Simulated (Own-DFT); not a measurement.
# A change of arrangement and its cost: In48P48, 96 atoms

Calculated results; nothing here was measured. The program, named Own-DFT, is a retired in-house plane-wave density functional code that no person has reviewed. Each row is one single-point run on a periodic cell that was not relaxed, without spin or spin-orbit coupling.

Settings of every run: PBE; PseudoDojo norm-conserving scalar-relativistic files; cutoff 36 hartree; 2 x 3 x 3 k mesh centred on Gamma; Fermi-Dirac smearing of 0.1 eV.

Known limits, some of them of some rows only: not probed for a lower state with spin; forces on such cells failed a check on a denser k mesh; forces not confirmed at this smearing and k mesh; stress not checked against mesh or cutoff.

All cells hold the same atoms in the same cell, with vectors in Å (17.606, 0.000, 0.000); (0.000, 11.737, 0.000); (0.000, 0.000, 11.737). Every atom was moved at random from its ideal site; u is the rms move along one axis. The defect's site can differ from row to row. E is the free energy of the cell above the lowest run. The arrangements:

- A: zincblende InP
- B: zincblende InP, with one In on a P site and one P on an In site, 2.5 Å apart

| arrangement | u (Å) | E (eV) | P (GPa) |
|---|---|---|---|
| A | 0.0203 | 0.000 | 3.19 |
| A | 0.0205 | 0.038 | 3.20 |
| A | 0.0213 | 0.129 | 3.21 |
| A | 0.0480 | 2.659 | 3.52 |
| A | 0.0499 | 3.255 | 3.65 |
| A | 0.0529 | 3.273 | 3.61 |
| B | 0.0291 | 4.593 | 3.50 |
| B | 0.0312 | 4.866 | 3.53 |
| B | 0.0314 | 4.523 | 3.50 |
| B | 0.0481 | 6.838 | 3.81 |
| B | 0.0482 | 7.048 | 3.86 |
| B | 0.0496 | 6.787 | 3.80 |

Question: once the cost of the random moves is taken out, how do the arrangements rank?

## Worked answer

Fit E = a + b u², with one b for all and one a for each arrangement, and with residuals divided by u², since the noise grows with the moves. Then b = 1471 eV/Å², the scatter at u = 0.04 Å is 0.19 eV, and against A:

- B: 3.89 ± 0.08 eV (higher)

These are energies of unrelaxed cells. Relaxing the atoms lowers the strained arrangements most, so the gaps would shrink and small ones could change sign.
